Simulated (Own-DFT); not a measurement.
## Calculated data, TiO$_{2}$ (rutile, atoms displaced)

Computed with Own-DFT development build. A calculation, not a measurement: plane-wave PBE density functional theory by an unreviewed code, no spin, of a simulated periodic cell, stress positive in tension, free energy of the whole cell less one offset for each atom, some atoms lie very close together; oxygen file: force components 24 meV/angstrom off all-electron in one glass; forces on such cells passed a denser k mesh, this cell's mesh not checked; offsets are fitted by least squares, one for each functional and potential file, so energies compare only between cells with the same atoms and settings and are not formation energies; the far tail of each file's local potential was reset to the Coulomb form; each entry is a single point on an unrelaxed cell, so the pressure reflects the starting lattice, mostly measured values (interpolated for alloys), from which strain is counted, and rises with the displacements; printed positions are rounded, which can move forces by about a meV/angstrom; the program, named Own-DFT, is a retired in-house code; no spin-orbit coupling; before rounding, a Quantum ESPRESSO 7.3.1 run of the same cell and cutoff gave forces within 1 meV/angstrom rms on each cell, which checks the program and not the settings.

Common to all runs: functional PBE; potential files PseudoDojo norm-conserving, scalar-relativistic, standard set; wave cutoff 72 hartree; occupations Fermi-Dirac; smearing width 0.1 eV; k mesh 3 x 3 x 3 centred on Gamma.

(1) TiO$_{2}$ (rutile, atoms displaced)

```
CELL_PARAMETERS angstrom
9.18740 0.00000 0.00000
0.00000 9.18740 0.00000
0.00000 0.00000 8.87610
ATOMIC_POSITIONS crystal
Ti 0.00857 0.01220 0.00264
Ti 0.23606 0.23157 0.16789
O 0.12862 0.15560 0.98675
O 0.33088 0.35290 0.99811
O 0.41689 0.09323 0.17124
O 0.08687 0.40314 0.17361
Ti 0.01807 0.99750 0.32198
Ti 0.24891 0.24428 0.51180
O 0.13842 0.15384 0.33872
O 0.32964 0.36970 0.33668
O 0.40758 0.10138 0.53446
O 0.08372 0.40454 0.50585
Ti 0.98735 0.00155 0.67851
Ti 0.26910 0.25731 0.83561
O 0.13886 0.15240 0.66486
O 0.33773 0.31221 0.69446
O 0.40869 0.09678 0.83861
O 0.11167 0.38821 0.81605
Ti 0.98943 0.50408 0.00732
Ti 0.24497 0.75137 0.14408
O 0.14886 0.65459 0.01344
O 0.35922 0.83468 0.01680
O 0.42308 0.58226 0.16884
O 0.10305 0.88643 0.15597
Ti 0.98562 0.50125 0.31766
Ti 0.26407 0.75735 0.49227
O 0.16930 0.65108 0.33813
O 0.34030 0.83877 0.32674
O 0.38950 0.59633 0.51989
O 0.08254 0.89505 0.49903
Ti 0.00573 0.47734 0.66618
Ti 0.23569 0.75190 0.84313
O 0.15675 0.64120 0.65819
O 0.33977 0.85728 0.67105
O 0.41149 0.59430 0.83625
O 0.09251 0.91739 0.85998
Ti 0.47419 0.00538 0.99788
Ti 0.75545 0.22257 0.15788
O 0.60931 0.15153 0.99274
O 0.82810 0.36328 0.01265
O 0.91217 0.10783 0.17265
O 0.59936 0.39235 0.17242
Ti 0.50782 0.97638 0.33672
Ti 0.74421 0.23414 0.51052
O 0.64580 0.17188 0.33642
O 0.85528 0.37662 0.37016
O 0.90980 0.11423 0.51100
O 0.58044 0.39535 0.50483
Ti 0.47806 0.97929 0.66707
Ti 0.77316 0.24382 0.82313
O 0.63683 0.14091 0.67245
O 0.85151 0.33441 0.64962
O 0.89807 0.11406 0.83112
O 0.61458 0.40071 0.82377
Ti 0.49558 0.49853 0.00251
Ti 0.74399 0.74922 0.17327
O 0.65371 0.64221 0.98035
O 0.84426 0.84583 0.00838
O 0.90206 0.59536 0.16431
O 0.59998 0.90300 0.15838
Ti 0.48789 0.52576 0.33457
Ti 0.74730 0.74103 0.50046
O 0.63483 0.66791 0.33462
O 0.85069 0.86245 0.34878
O 0.89790 0.58234 0.50882
O 0.59268 0.87757 0.49156
Ti 0.49702 0.50413 0.65670
Ti 0.73192 0.74918 0.84251
O 0.64974 0.64191 0.66369
O 0.84286 0.85628 0.64838
O 0.89836 0.57572 0.84958
O 0.60818 0.89345 0.83654
```

- free energy of cell above offsets: -0.392 eV
- pressure: 14.83 GPa
- stress xx: -13.15 GPa
- stress yy: -12.72 GPa
- stress zz: -18.61 GPa
- stress yz: 1.57 GPa
- stress xz: 0.66 GPa
- stress xy: 0.02 GPa

Force:
```tsv
element	x (eV/Å)	y (eV/Å)	z (eV/Å)
Ti	-3.352	-1.19	1.206
Ti	1.34	3.484	0.687
O	2.405	1.534	2.172
O	1.028	0.202	2.853
O	-3.581	1.17	1.556
O	1.661	-2.136	-1.218
Ti	-1.934	-2.899	4.083
Ti	-1.154	0.937	-0.801
O	2.143	0.676	-0.269
O	-0.724	-2.556	-0.171
O	-1.293	0.28	-3.45
O	3.471	-2.324	-1.256
Ti	0.168	-0.452	-4.364
Ti	-6.993	-4.889	9.073
O	0.639	-0.83	-0.481
O	7.318	6.966	-12.37
O	-1.903	-1.096	-1.642
O	-1.647	1.234	1.804
Ti	-0.428	-2.084	-2.421
Ti	0.413	-1.813	7.734
O	-0.855	-1.62	-3.441
O	0.18	0.036	-3.069
O	-3.798	3.874	-2.791
O	-1.565	2.817	0.667
Ti	1.563	-0.117	5.106
Ti	-4.341	-1.906	-0.108
O	-0.599	-0.098	-0.374
O	2.717	2.655	-0.436
O	0.026	0.929	-1.746
O	1.386	0.79	-0.138
Ti	-0.536	2.013	0.2
Ti	0.118	-2.597	-4.244
O	0.517	2.255	2.797
O	-2.991	-2.749	1.445
O	-2.272	1.391	0.23
O	2.217	-3.12	-3.225
Ti	3.773	0.488	0.588
Ti	-4.773	3.339	-0.196
O	4.703	1.098	1.193
O	0.772	-2.43	-0.014
O	0.426	-0.979	0.146
O	-0.455	1.129	-0.101
Ti	0.74	1.278	-1.552
Ti	-1.259	0.408	-1.056
O	0.099	-2.313	-0.9
O	-2.34	-3.12	-2.007
O	0.084	-1.789	-0.599
O	-0.18	0.645	-0.052
Ti	5.53	2.719	1.42
Ti	-7.301	5.695	-0.123
O	2.439	0.899	-0.066
O	-0.408	0.46	2.672
O	3.419	-4.533	1.669
O	-1.668	0.303	0.458
Ti	2.792	-3.562	-1.796
Ti	1.228	1.608	-1.445
O	-0.732	-0.233	3.32
O	-0.141	-0.034	0.229
O	-2.058	2.659	-0.602
O	0.077	-0.518	1.688
Ti	1.595	-5.426	2.611
Ti	3.49	-1.391	1.677
O	0.888	-0.45	-0.659
O	-1.036	-1.362	-2.073
O	-1.178	3.18	-0.035
O	-1.998	2.116	0.872
Ti	3.376	-2.334	2.858
Ti	2.462	0.106	-1.71
O	0.25	0.979	0.002
O	0.156	-0.102	1.481
O	0.192	1.368	-1.29
O	-2.306	1.331	-0.21
```

(2) TiO$_{2}$ (rutile, atoms displaced)

```
CELL_PARAMETERS angstrom
9.18740 0.00000 0.00000
0.00000 9.18740 0.00000
0.00000 0.00000 8.87610
ATOMIC_POSITIONS crystal
Ti 0.98012 0.01548 0.00907
Ti 0.24358 0.22538 0.16384
O 0.15171 0.13894 0.98264
O 0.34310 0.34522 0.99540
O 0.41074 0.11675 0.17977
O 0.10919 0.41833 0.18854
Ti 0.99928 0.96556 0.33542
Ti 0.25543 0.25544 0.46892
O 0.15049 0.15717 0.34573
O 0.34539 0.32956 0.35211
O 0.41695 0.10013 0.49888
O 0.09509 0.39174 0.48731
Ti 0.98342 0.02078 0.66022
Ti 0.25567 0.25421 0.82337
O 0.15312 0.17402 0.65093
O 0.33164 0.33262 0.65017
O 0.39339 0.09220 0.81456
O 0.07680 0.40470 0.83261
Ti 0.98339 0.49971 0.00961
Ti 0.25471 0.75757 0.14180
O 0.12095 0.64077 0.99317
O 0.34695 0.84745 0.99574
O 0.39239 0.62924 0.16907
O 0.10969 0.90462 0.18270
Ti 0.99016 0.49367 0.32924
Ti 0.26884 0.75198 0.48271
O 0.15443 0.64926 0.32638
O 0.31327 0.87061 0.33381
O 0.39241 0.59910 0.49690
O 0.09177 0.91024 0.46096
Ti 0.01026 0.49377 0.66627
Ti 0.26353 0.72913 0.83542
O 0.16806 0.64481 0.67417
O 0.34038 0.86782 0.65474
O 0.40499 0.60287 0.83391
O 0.07209 0.91459 0.82755
Ti 0.49869 0.98413 0.98783
Ti 0.73037 0.25053 0.18222
O 0.63293 0.14228 0.00029
O 0.82054 0.33332 0.03274
O 0.91585 0.10211 0.14670
O 0.61127 0.38590 0.17068
Ti 0.49752 0.99103 0.34469
Ti 0.73972 0.24449 0.49870
O 0.64298 0.16817 0.33530
O 0.85819 0.35636 0.33134
O 0.90371 0.10205 0.51784
O 0.58695 0.41191 0.47906
Ti 0.49765 0.01214 0.66145
Ti 0.75474 0.23163 0.82582
O 0.65748 0.14641 0.65249
O 0.84181 0.33416 0.66690
O 0.88964 0.08783 0.83607
O 0.60720 0.40513 0.86220
Ti 0.50590 0.49678 0.02770
Ti 0.75444 0.74303 0.17391
O 0.67068 0.66512 0.00401
O 0.86670 0.84639 0.02320
O 0.92062 0.59286 0.15432
O 0.60033 0.89351 0.14279
Ti 0.50957 0.49131 0.31539
Ti 0.75857 0.72521 0.47879
O 0.65136 0.64746 0.30661
O 0.85365 0.85463 0.31645
O 0.91009 0.59344 0.49287
O 0.59527 0.90058 0.48933
Ti 0.51795 0.49264 0.64648
Ti 0.75613 0.74962 0.83812
O 0.66481 0.67219 0.66548
O 0.83563 0.82740 0.67356
O 0.91428 0.60347 0.84796
O 0.60636 0.90029 0.82282
```

* free energy of cell above offsets: 6.374 eV
* pressure: 20.21 GPa
* stress xx: -18.39 GPa
* stress yy: -17.24 GPa
* stress zz: -25.01 GPa
* stress yz: 3.29 GPa
* stress xz: 1.79 GPa
* stress xy: 1.75 GPa

Force:
```tsv
element	x (eV/Å)	y (eV/Å)	z (eV/Å)
Ti	4.684	-5.384	-4.709
Ti	-1.126	-0.11	-1.574
O	1.313	1.543	1.354
O	1.127	1.368	1.254
O	-0.617	-1.105	-0.758
O	0.992	-2.62	-2.124
Ti	-2.405	9.561	-8.221
Ti	-7.605	-5.598	12.46
O	-1.884	-2.239	-3.944
O	9.721	8.882	-11.89
O	-0.535	0.412	-1.153
O	-1.068	2.005	1.64
Ti	5.728	-3.649	5.131
Ti	-1.5	-0.728	-0.753
O	-2.795	-3.245	2.355
O	4.321	3.758	1.994
O	0.734	0.397	1.126
O	1.498	-1.893	-0.513
Ti	1.845	-3.769	-3.383
Ti	-6.057	0.097	3.667
O	5.52	3.378	0.065
O	-0.145	0.738	-1.532
O	4.247	-4.678	0.619
O	-0.01	-0.085	-2.725
Ti	4.71	0.551	-0.198
Ti	-2.948	-0.574	1.324
O	0.451	1.09	1.038
O	4.031	0.899	-1.327
O	3.271	-2.064	0.183
O	6.338	-5.087	11.78
Ti	1.719	-0.047	0.615
Ti	-3.097	1.077	-3.081
O	-1.361	-0.327	-0.732
O	0.025	-1.429	0.324
O	1.89	-1.521	0.185
O	1.771	-1.197	-1.124
Ti	2.274	1.878	0.294
Ti	6.315	-5.23	-3.783
O	0.704	0.381	-0.459
O	3.06	1.709	-4.059
O	-3.946	4.257	6.833
O	-5.835	5.873	-0.118
Ti	-1.118	0.202	-2.033
Ti	3.074	0.281	0.054
O	-1.31	-2.936	3.034
O	-4.004	-3.225	0.691
O	-3.88	2.542	-5.585
O	2.465	-1.746	1.237
Ti	-1.461	-2.812	1.163
Ti	-1.454	1.799	2.907
O	-0.546	0.472	1.107
O	-0.276	1.464	-0.185
O	-1.794	1.887	-0.872
O	-0.967	0.719	-1.64
Ti	-1.189	-0.041	-6.479
Ti	1.883	2.89	-6.207
O	-2.773	-3.068	0.731
O	-1.283	-0.719	-0.908
O	-4.68	3.719	4.667
O	-0.734	0.365	1.885
Ti	-3.886	2.383	1.631
Ti	0.456	1.605	4.815
O	-1.41	-1.929	3.463
O	-5.216	-4.116	1.878
O	-2.203	1.975	1.301
O	1.151	-1.184	-0.242
Ti	-2.507	1.919	4.008
Ti	2.059	0.866	0.381
O	-3.154	-4.523	-2.195
O	2.976	3.016	-3.28
O	-2.255	-0.032	-2.321
O	-1.317	0.952	0.913
```

(3) TiO$_{2}$ (rutile, atoms displaced)

```
CELL_PARAMETERS angstrom
9.18740 0.00000 0.00000
0.00000 9.18740 0.00000
0.00000 0.00000 8.87610
ATOMIC_POSITIONS crystal
Ti 0.99974 0.00035 0.00069
Ti 0.25280 0.23255 0.17205
O 0.16393 0.15140 0.01880
O 0.34100 0.32918 0.00224
O 0.39508 0.10079 0.16138
O 0.09473 0.40486 0.17357
Ti 0.99897 0.01234 0.32830
Ti 0.25293 0.25328 0.49124
O 0.14933 0.16105 0.34291
O 0.34677 0.35543 0.31385
O 0.37333 0.09275 0.51714
O 0.09869 0.39857 0.49772
Ti 0.00270 0.99389 0.65816
Ti 0.25036 0.21866 0.82587
O 0.15639 0.13020 0.67142
O 0.34850 0.34332 0.68882
O 0.39737 0.11285 0.85262
O 0.10890 0.39216 0.83447
Ti 0.00551 0.49285 0.01644
Ti 0.23829 0.76716 0.16386
O 0.17545 0.63964 0.99476
O 0.35801 0.84862 0.97449
O 0.38805 0.59462 0.16175
O 0.10853 0.91751 0.19976
Ti 0.98496 0.48796 0.33199
Ti 0.23752 0.73608 0.49533
O 0.15679 0.67150 0.32517
O 0.33666 0.87121 0.32749
O 0.39912 0.59290 0.49433
O 0.10792 0.88583 0.48303
Ti 0.00054 0.51866 0.66917
Ti 0.25978 0.75235 0.84236
O 0.14255 0.65197 0.65933
O 0.33987 0.85370 0.66699
O 0.39765 0.60260 0.82426
O 0.09589 0.87008 0.83050
Ti 0.52274 0.98863 0.97790
Ti 0.74883 0.25711 0.14835
O 0.66427 0.15876 0.01734
O 0.84713 0.34190 0.00870
O 0.90539 0.07781 0.16886
O 0.59080 0.38171 0.15986
Ti 0.48879 0.97821 0.34111
Ti 0.73193 0.26619 0.46876
O 0.66426 0.15501 0.34915
O 0.86791 0.32683 0.32999
O 0.88364 0.09711 0.50324
O 0.60002 0.39366 0.49553
Ti 0.50935 0.99402 0.70241
Ti 0.76413 0.24699 0.85017
O 0.66039 0.15876 0.66500
O 0.86276 0.36055 0.65419
O 0.87050 0.09968 0.80312
O 0.59591 0.37542 0.83663
Ti 0.49464 0.52149 0.02066
Ti 0.75433 0.74985 0.19773
O 0.64811 0.65722 0.00576
O 0.82345 0.82931 0.98612
O 0.87863 0.59910 0.18099
O 0.60609 0.89646 0.15096
Ti 0.50295 0.52358 0.34452
Ti 0.74058 0.73948 0.50796
O 0.65603 0.65121 0.34357
O 0.87017 0.86259 0.30875
O 0.88183 0.59858 0.49189
O 0.58999 0.91014 0.52590
Ti 0.48564 0.48272 0.65203
Ti 0.76978 0.74978 0.82694
O 0.63253 0.63786 0.64947
O 0.82994 0.83967 0.66591
O 0.87575 0.59385 0.84455
O 0.59715 0.91182 0.85024
```

- free energy of cell above offsets: 4.167 eV
- pressure: 16.88 GPa
- stress xx: -15.19 GPa
- stress yy: -14.52 GPa
- stress zz: -20.93 GPa
- stress yz: -4.59 GPa
- stress xz: 0.34 GPa
- stress xy: 0.98 GPa

Force:
```tsv
element	x (eV/Å)	y (eV/Å)	z (eV/Å)
Ti	0.643	0.008	-0.382
Ti	3.339	2.551	-0.453
O	-5.386	-4.101	-3.689
O	0.312	1.867	0.176
O	2.085	-2.235	1.571
O	-0.735	0.821	-0.562
Ti	-0.36	2.165	5.35
Ti	0.997	0.188	-0.111
O	-0.814	-0.453	0.327
O	0.501	0.383	2.855
O	2.053	0.138	-1.155
O	-0.463	1.886	-0.143
Ti	-0.666	1.099	-1.703
Ti	-2.475	5.456	2.388
O	-1.963	-0.723	-0.893
O	-0.473	-0.029	-2.142
O	5.206	-4.629	-0.239
O	-2.589	2.05	1.095
Ti	1.768	0.049	-3.124
Ti	0.415	-1.081	-0.727
O	-2.592	0.179	2.209
O	0.834	1.569	3.354
O	0.115	1.635	3.253
O	1.596	-1.868	-5.127
Ti	0.869	-0.66	2.268
Ti	0.04	2.308	2.781
O	-1.119	-2.162	-1.554
O	0.199	-2.544	-0.002
O	-0.728	0.545	0.016
O	-2.129	1.902	1.751
Ti	-2.423	-5.096	0.953
Ti	0.458	-1.609	-3.607
O	1.29	0.763	-0.497
O	1.072	-0.163	-0.026
O	1.34	-1.524	-0.16
O	-3.178	3.421	0.989
Ti	-7.194	7.075	16.99
Ti	-1.296	0.511	6.642
O	-2.159	-3.905	-3.082
O	3.532	2.691	-0.712
O	-1.366	2.002	-3.619
O	0.083	2.374	1.032
Ti	1.383	3.504	0.23
Ti	5.663	-1.673	7.61
O	-3.734	-4.426	-5.165
O	0.607	1.547	-1.359
O	3.204	-2.328	0.905
O	-4.375	4.407	-0.523
Ti	-2.75	4.005	-10.64
Ti	-3.977	3.779	-5.975
O	-2.249	-1.451	0.532
O	-0.025	0.435	1.099
O	4.883	-4.387	1.371
O	-0.056	1.622	-0.797
Ti	1.952	-2.719	-5.025
Ti	-0.592	1.805	-5.143
O	-1.842	-1.517	0.375
O	4.101	4.212	3.8
O	2.753	-2.204	-1.152
O	-1.23	0.798	1.896
Ti	-1.68	-4.193	-3.11
Ti	-0.583	0.673	3.435
O	-1.627	-0.025	-0.763
O	-2.831	-2.701	1.499
O	1.707	-0.271	-0.146
O	-0.018	-0.676	-2.105
Ti	1.107	-0.772	6.115
Ti	-3.582	-3.465	1.122
O	1.486	1.478	-0.119
O	2.314	1.888	-2.051
O	3.349	-2.269	-0.297
O	8.006	-7.927	-7.909
```
